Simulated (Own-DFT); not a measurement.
Simulation results for Si₃N₄ (beta silicon nitride, atoms displaced)

All values are calculated (Own-DFT development build). A calculation, not a measurement: plane-wave PBE density functional theory by an unreviewed code, no spin, of a simulated periodic cell, stress positive in tension, free energy of the whole cell less one offset for each atom, forces on such cells passed a denser k mesh, this cell's mesh not checked; offsets are fitted by least squares, one for each functional and potential file, so energies compare only between cells with the same atoms and settings and are not formation energies; the far tail of each file's local potential was reset to the Coulomb form; each entry is a single point on an unrelaxed cell, so the pressure reflects the starting lattice, mostly measured values (interpolated for alloys), from which strain is counted, and rises with the displacements; printed positions are rounded, which can move forces by about a meV/angstrom; the program, named Own-DFT, is a retired in-house code; no spin-orbit coupling; before rounding, a Quantum ESPRESSO 7.3.1 run of the same cell and cutoff gave forces within 1 meV/angstrom rms on each cell, which checks the program and not the settings.

Settings shared by all entries: functional PBE; potential files PseudoDojo norm-conserving, scalar-relativistic, standard set; wave cutoff 42 hartree; occupations Fermi-Dirac; smearing width 0.1 eV; k mesh 3 x 3 x 3 centred on Gamma.

```json
{"entry": 1, "formula": "Si3N4", "kind": "beta silicon nitride, atoms displaced", "structure": {"cell_angstrom": [[7.606, 0.0, 0.0], [-3.803, 6.587, 0.0], [0.0, 0.0, 8.727]], "atoms_fractional": [["Si", 0.18066, 0.77492, 0.08008], ["Si", 0.23601, 0.41164, 0.08415], ["Si", 0.59651, 0.82824, 0.08395], ["Si", 0.82799, 0.23223, 0.26636], ["Si", 0.76346, 0.59478, 0.24145], ["Si", 0.40188, 0.16481, 0.25001], ["N", 0.31289, 0.02194, 0.07982], ["N", 0.96701, 0.30176, 0.07305], ["N", 0.70502, 0.66681, 0.07953], ["N", 0.66927, 0.96782, 0.25459], ["N", 0.03919, 0.69804, 0.24298], ["N", 0.30311, 0.33891, 0.24284], ["N", 0.33723, 0.66577, 0.08034], ["N", 0.6696, 0.33915, 0.25499], ["Si", 0.18731, 0.76718, 0.42327], ["Si", 0.24425, 0.42028, 0.41814], ["Si", 0.60122, 0.82022, 0.42209], ["Si", 0.83443, 0.24211, 0.58673], ["Si", 0.76931, 0.58892, 0.58399], ["Si", 0.41508, 0.17689, 0.57739], ["N", 0.3255, 0.0351, 0.42556], ["N", 0.96757, 0.28924, 0.41294], ["N", 0.70212, 0.66533, 0.40411], ["N", 0.66491, 0.97873, 0.57695], ["N", 0.03963, 0.71105, 0.57421], ["N", 0.31179, 0.32992, 0.57863], ["N", 0.33554, 0.66942, 0.41076], ["N", 0.67328, 0.33357, 0.58177], ["Si", 0.16458, 0.76364, 0.75083], ["Si", 0.24119, 0.41664, 0.74797], ["Si", 0.60607, 0.8216, 0.76099], ["Si", 0.822, 0.22868, 0.91914], ["Si", 0.76528, 0.59409, 0.91133], ["Si", 0.38848, 0.15918, 0.91793], ["N", 0.32186, 0.02256, 0.74813], ["N", 0.981, 0.31221, 0.75197], ["N", 0.70589, 0.68599, 0.74962], ["N", 0.67455, 0.98634, 0.91004], ["N", 0.03646, 0.70197, 0.91604], ["N", 0.30546, 0.34353, 0.91433], ["N", 0.33676, 0.66229, 0.75206], ["N", 0.6767, 0.33407, 0.90981]]}, "results": {"free_energy_of_cell_above_offsets [eV]": "-3.034", "pressure [GPa]": 8.28, "stress_xx [GPa]": -5.41, "stress_yy [GPa]": -11.6, "stress_zz [GPa]": -7.83, "stress_yz [GPa]": -1.56, "stress_xz [GPa]": -1.06, "stress_xy [GPa]": 3.67, "force_element": ["Si", "Si", "Si", "Si", "Si", "Si", "N", "N", "N", "N", "N", "N", "N", "N", "Si", "Si", "Si", "Si", "Si", "Si", "N", "N", "N", "N", "N", "N", "N", "N", "Si", "Si", "Si", "Si", "Si", "Si", "N", "N", "N", "N", "N", "N", "N", "N"], "force_x [eV/angstrom]": [0.115, -1.916, 0.26, -2.006, 3.707, -0.456, 0.833, 1.471, -2.166, -0.09, -1.039, 1.516, -0.221, -0.353, -2.763, 0.061, -0.799, 1.337, -0.037, -0.179, 0.55, 3.353, -0.484, 0.925, -2.273, -1.674, 2.255, -0.773, 2.587, 0.369, -6.768, 1.68, 2.061, 0.899, 0.085, -0.8, 5.496, -0.027, -2.09, 2.005, -0.504, -4.147], "force_y [eV/angstrom]": [-3.947, -1.097, 0.378, -0.521, -0.397, 2.113, 2.965, 0.272, 1.711, 0.033, -0.131, -1.273, 2.139, -2.277, 1.603, -3.351, 1.467, -1.659, 1.536, -0.23, -1.992, 2.492, 0.368, -1.345, -1.997, 1.792, 0.302, 0.955, 0.275, -2.665, 4.1, 3.431, -1.107, 3.424, 1.354, -0.764, -3.813, -5.227, -0.705, -1.737, 3.461, 0.064], "force_z [eV/angstrom]": [0.51, -1.818, -0.115, -6.693, 0.611, 0.351, 1.455, 4.111, -1.422, -0.654, 2.044, 2.298, -0.019, -0.306, -3.8, -1.241, -0.949, -0.014, -1.868, 3.308, -3.734, 4.386, 3.588, 2.182, 2.949, 0.665, 0.768, 0.374, -1.026, -0.187, -2.965, -1.426, 1.028, -2.135, -0.225, -0.869, -1.042, 1.902, -0.173, 0.446, -0.379, 0.084]}}
{"entry": 2, "formula": "Si3N4", "kind": "beta silicon nitride, atoms displaced", "structure": {"cell_angstrom": [[7.606, 0.0, 0.0], [-3.803, 6.587, 0.0], [0.0, 0.0, 8.727]], "atoms_fractional": [["Si", 0.17279, 0.76385, 0.07872], ["Si", 0.23345, 0.40208, 0.09227], ["Si", 0.59317, 0.82573, 0.0885], ["Si", 0.8308, 0.22324, 0.25331], ["Si", 0.77884, 0.59664, 0.24817], ["Si", 0.39742, 0.16678, 0.24887], ["N", 0.33761, 0.03059, 0.09365], ["N", 0.97327, 0.30967, 0.08194], ["N", 0.689, 0.66186, 0.08468], ["N", 0.67122, 0.97009, 0.2425], ["N", 0.0369, 0.71213, 0.24493], ["N", 0.30399, 0.32892, 0.25823], ["N", 0.33535, 0.67202, 0.08385], ["N", 0.67307, 0.33267, 0.24691], ["Si", 0.17098, 0.77475, 0.4135], ["Si", 0.24529, 0.4106, 0.41935], ["Si", 0.59296, 0.81834, 0.42256], ["Si", 0.82881, 0.22945, 0.58132], ["Si", 0.7642, 0.60203, 0.58782], ["Si", 0.41778, 0.17598, 0.58328], ["N", 0.34124, 0.04283, 0.41632], ["N", 0.96386, 0.30032, 0.42037], ["N", 0.69573, 0.66857, 0.42435], ["N", 0.64281, 0.95347, 0.57283], ["N", 0.03149, 0.69408, 0.57534], ["N", 0.31926, 0.34078, 0.58859], ["N", 0.32326, 0.67112, 0.41577], ["N", 0.67176, 0.33177, 0.58903], ["Si", 0.1642, 0.77784, 0.74116], ["Si", 0.2274, 0.40888, 0.73309], ["Si", 0.59942, 0.82558, 0.74964], ["Si", 0.82213, 0.2223, 0.91832], ["Si", 0.76462, 0.59015, 0.92537], ["Si", 0.40455, 0.16739, 0.91603], ["N", 0.33455, 0.02056, 0.74723], ["N", 0.96684, 0.30082, 0.75145], ["N", 0.70642, 0.66839, 0.74241], ["N", 0.6648, 0.96859, 0.92171], ["N", 0.03577, 0.70815, 0.9177], ["N", 0.29704, 0.32358, 0.91493], ["N", 0.33372, 0.66423, 0.73176], ["N", 0.64651, 0.32784, 0.92257]]}, "results": {"free_energy_of_cell_above_offsets [eV]": "-3.642", "pressure [GPa]": 7.6, "stress_xx [GPa]": -5.29, "stress_yy [GPa]": -6.5, "stress_zz [GPa]": -11.01, "stress_yz [GPa]": -3.15, "stress_xz [GPa]": 1.82, "stress_xy [GPa]": -0.89, "force_element": ["Si", "Si", "Si", "Si", "Si", "Si", "N", "N", "N", "N", "N", "N", "N", "N", "Si", "Si", "Si", "Si", "Si", "Si", "N", "N", "N", "N", "N", "N", "N", "N", "Si", "Si", "Si", "Si", "Si", "Si", "N", "N", "N", "N", "N", "N", "N", "N"], "force_x [eV/angstrom]": [1.186, 0.056, -0.427, -1.874, -1.443, 2.68, -0.636, 0.153, 0.413, 0.624, -0.92, -0.762, 0.589, -0.634, 1.188, -2.319, -2.209, -1.886, 3.938, -0.156, -0.751, 3.308, 1.134, 1.49, -2.394, 0.115, 2.555, -0.177, 2.861, 0.522, -1.854, -1.122, 0.25, -2.668, -0.347, -0.072, -1.969, 0.546, -2.006, -1.088, -1.074, 5.182], "force_y [eV/angstrom]": [1.635, 0.971, -0.928, 1.561, -1.587, 2.768, -1.939, -0.692, 0.534, -0.677, -0.298, 0.301, -1.874, 0.161, 0.924, 0.7, -0.728, -1.043, -3.323, 0.018, -2.523, 0.576, -0.507, 4.775, 0.057, -1.073, -1.227, 1.295, -2.938, 0.153, -0.965, 2.235, -0.464, -0.722, 2.701, -0.862, 2.007, -1.048, -0.971, 0.338, 1.129, 1.549], "force_z [eV/angstrom]": [1.065, -3.007, -1.458, -1.172, 0.956, 1.071, -3.64, 0.863, 0.711, 3.236, 0.589, -1.116, 0.048, 0.42, -0.293, 0.758, -4.512, 1.014, -3.157, 0.607, 0.701, -0.703, -2.472, 4.647, 0.728, -2.509, -0.64, -0.097, 0.87, 5.144, -0.445, 0.289, -2.059, 0.718, 0.156, -0.828, 5.465, -1.465, -1.437, 0.045, 1.391, -0.481]}}
```
